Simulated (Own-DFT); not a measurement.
# Computed records: Al3GaN4 (wurtzite random alloy, strained, atoms displaced)

All values are calculated (Own-DFT development build). A calculation, not a measurement: plane-wave PBE density functional theory by an unreviewed code, no spin, of a simulated periodic cell, stress positive in tension, free energy of the whole cell less one offset for each atom, forces on such cells passed a denser k mesh, this cell's mesh not checked; offsets are fitted by least squares, one for each functional and potential file, so energies compare only between cells with the same atoms and settings and are not formation energies; the far tail of each file's local potential was reset to the Coulomb form; each entry is a single point on an unrelaxed cell, so the pressure reflects the starting lattice, mostly measured values, from which strain is counted, and rises with the displacements; printed positions are rounded, which can move forces by about a meV/angstrom; the program is a retired in-house code; no spin-orbit coupling.

Al3GaN4 (wurtzite random alloy, strained, atoms displaced)

```xyz
72
Lattice="9.6051 0.0000 0.0000 -4.8026 8.3183 0.0000 0.0000 0.0000 10.0655" Properties=species:S:1:pos:R:3 Al3GaN4
Al    -0.0288     1.9172     0.0360
Al     1.6653     0.9699     2.4524
N     -0.0187     1.7289     1.8245
N      1.5621     0.8941     4.4440
Al    -0.0147     1.9004     5.0673
Ga     1.6173     0.8540     7.5770
N     -0.0633     1.8500     6.9874
N      1.6872     0.9615     9.4658
Ga    -1.6143     4.6541     0.0063
Al    -0.0185     3.7027     2.4683
N     -1.5075     4.6931     1.9174
N     -0.0348     3.6294     4.4106
Al    -1.5796     4.6678     4.9800
Al     0.0262     3.7771     7.6042
N     -1.6451     4.6177     6.8729
N      0.0081     3.6651     9.4733
Al    -3.2758     7.3819    10.0649
Al    -1.6092     6.5791     2.4747
N     -3.1847     7.3536     1.8978
N     -1.6581     6.3757     4.4550
Ga    -3.1678     7.3999     4.9964
Al    -1.6309     6.4311     7.5437
N     -3.2810     7.3605     6.9366
N     -1.6079     6.4370     9.4773
Al     3.1759     1.7636     0.0771
Al     4.8378     0.9736     2.5852
N      3.1467     1.8155     1.9462
N      4.8391     0.9641     4.5211
Al     3.2194     1.9764     5.0639
Ga     4.8306     0.9205     7.5838
N      3.2737     1.8494     6.9072
N      4.8323     0.9561     9.4526
Ga     1.4735     4.6059    10.0596
Al     3.1998     3.6466     2.5342
N      1.7064     4.6390     1.9153
N      3.1776     3.5454     4.4288
Al     1.5035     4.6002     4.9326
Al     3.1608     3.6355     7.6125
N      1.4793     4.5994     6.9378
N      3.1698     3.6399     9.4933
Ga     0.0061     7.5060     0.0223
Al     1.5783     6.4761     2.5510
N      0.0560     7.3958     1.8399
N      1.6203     6.4418     4.3865
Al    -0.0492     7.3567     5.0417
Al     1.6955     6.5398     7.4743
N     -0.0080     7.3121     6.9744
N      1.6246     6.4118     9.4642
Al     6.4289     1.7693    10.0576
Al     7.9719     0.9039     2.5497
N      6.3847     1.8913     1.9729
N      8.0500     0.9214     4.3926
Ga     6.3275     1.8896     4.9883
Ga     7.9858     0.8583     7.5979
N      6.4317     1.9570     6.8866
N      7.9701     0.9503     9.3972
Al     4.7712     4.5770     0.0025
Al     6.3627     3.6993     2.5340
N      4.8414     4.5753     1.9486
N      6.4174     3.6713     4.4152
Al     4.8542     4.5703     5.0171
Al     6.3966     3.6926     7.5372
N      4.6904     4.5445     7.0102
N      6.4313     3.7007     9.4267
Al     3.2191     7.3548     0.0436
Ga     4.8426     6.4249     2.5088
N      3.1364     7.4015     1.9028
N      4.8739     6.5264     4.4654
Al     3.1614     7.3828     4.9193
Al     4.8323     6.5392     7.5393
N      3.1676     7.3699     6.9078
N      4.7702     6.4795     9.3667
```

Settings of this run: functional PBE, potential files PseudoDojo norm-conserving, scalar-relativistic, standard set with the stringent files for Ga, wave cutoff 96 hartree, occupations Gaussian, smearing width 0.01 eV and k mesh 4 x 4 x 3 centred on Gamma.

Results for Al3GaN4 (wurtzite random alloy, strained, atoms displaced): free energy of cell above offsets -22.281 eV; pressure -2.02 GPa; stress xx 5.7 GPa; stress yy 4.53 GPa; stress zz -4.18 GPa; stress yz 0.95 GPa; stress xz -0.18 GPa; stress xy -1.59 GPa.

Force:
| element | x (eV/Å) | y (eV/Å) | z (eV/Å) |
| --- | --- | --- | --- |
| Al | 0.222 | -1.463 | -2.015 |
| Al | -2.639 | -1.634 | 1.665 |
| N | 0.159 | 1.379 | 1.801 |
| N | 0.938 | 1.906 | -0.846 |
| Al | -0.017 | -1.802 | 0.216 |
| Ga | -0.194 | 1.45 | -1.225 |
| N | 1.133 | 0.782 | -0.266 |
| N | -1.798 | -1.248 | 1.465 |
| Ga | -0.092 | -0.634 | -0.156 |
| Al | 0.707 | -0.564 | 0.202 |
| N | -1.23 | -0.353 | 1.229 |
| N | 0.018 | 1.338 | -0.819 |
| Al | -0.507 | -2.42 | 0.692 |
| Al | -1.841 | -1.56 | -1.134 |
| N | 0.394 | 0.281 | 1.001 |
| N | -1.326 | -0.384 | -0.251 |
| Al | 0.987 | 0.032 | -0.682 |
| Al | 0.859 | -1.635 | 0.153 |
| N | 0.179 | 1.335 | -0.4 |
| N | 1.999 | 2.126 | -1.633 |
| Ga | -0.338 | 0.748 | 0.617 |
| Al | 0.085 | -0.062 | 0.008 |
| N | 1.924 | -0.282 | 0.593 |
| N | -0.731 | 1.807 | -0.72 |
| Al | 1.012 | 1.674 | -1.249 |
| Al | -0.407 | -0.653 | -0.247 |
| N | 2.292 | 0.492 | -0.154 |
| N | -2.585 | -2.042 | -1.788 |
| Al | -0.587 | -4.974 | 0.766 |
| Ga | 0.272 | 0.185 | -1.872 |
| N | -1.177 | 0.151 | 0.835 |
| N | -0.44 | 0.898 | 1.582 |
| Ga | 2.465 | 0.586 | 0.163 |
| Al | 0.098 | 0.459 | -0.441 |
| N | -1.454 | -0.44 | 1.53 |
| N | 0.128 | 5.112 | -1.365 |
| Al | 1.094 | -0.541 | 1.386 |
| Al | -0.413 | 0.424 | -0.711 |
| N | 2.308 | 0.844 | -0.825 |
| N | 0.532 | -0.37 | 0.618 |
| Ga | 0.267 | -2.257 | -2.093 |
| Al | 0.441 | -0.405 | -1.804 |
| N | -0.8 | 0.87 | 3.703 |
| N | -1.081 | -0.018 | 0.829 |
| Al | 0.37 | 0.503 | 0.394 |
| Al | -2.298 | -2.251 | 1.349 |
| N | 0.047 | 0.444 | -0.65 |
| N | 0.327 | 1.729 | -0.771 |
| Al | -0.184 | 1.784 | 0.214 |
| Al | 0.574 | 0.198 | -0.719 |
| N | 0.222 | -0.628 | -0.884 |
| N | -0.436 | -0.275 | 0.514 |
| Ga | 2.68 | -0.474 | 0.926 |
| Ga | -0.124 | 1.24 | -2.819 |
| N | -0.318 | -1.427 | 1.338 |
| N | 0.685 | -0.838 | 3.681 |
| Al | 0.168 | -0.02 | -0.92 |
| Al | 1.644 | 0.227 | -0.362 |
| N | -0.97 | -0.395 | -0.715 |
| N | -0.041 | 1.922 | -0.469 |
| Al | -0.986 | 0.699 | 0.96 |
| Al | -0.265 | 0.62 | -0.288 |
| N | 1.395 | 1.218 | -0.997 |
| N | -1.109 | -0.769 | 0.897 |
| Al | -0.759 | 0.119 | -1.194 |
| Ga | -0.722 | 0.703 | 0.458 |
| N | 0.402 | 0.006 | 0.645 |
| N | -2.311 | -2.168 | -0.304 |
| Al | 1.354 | 0.686 | 1.113 |
| Al | -1.866 | -1.976 | -1.098 |
| N | 1.415 | 0.068 | -1.045 |
| N | 0.251 | -0.083 | 2.387 |
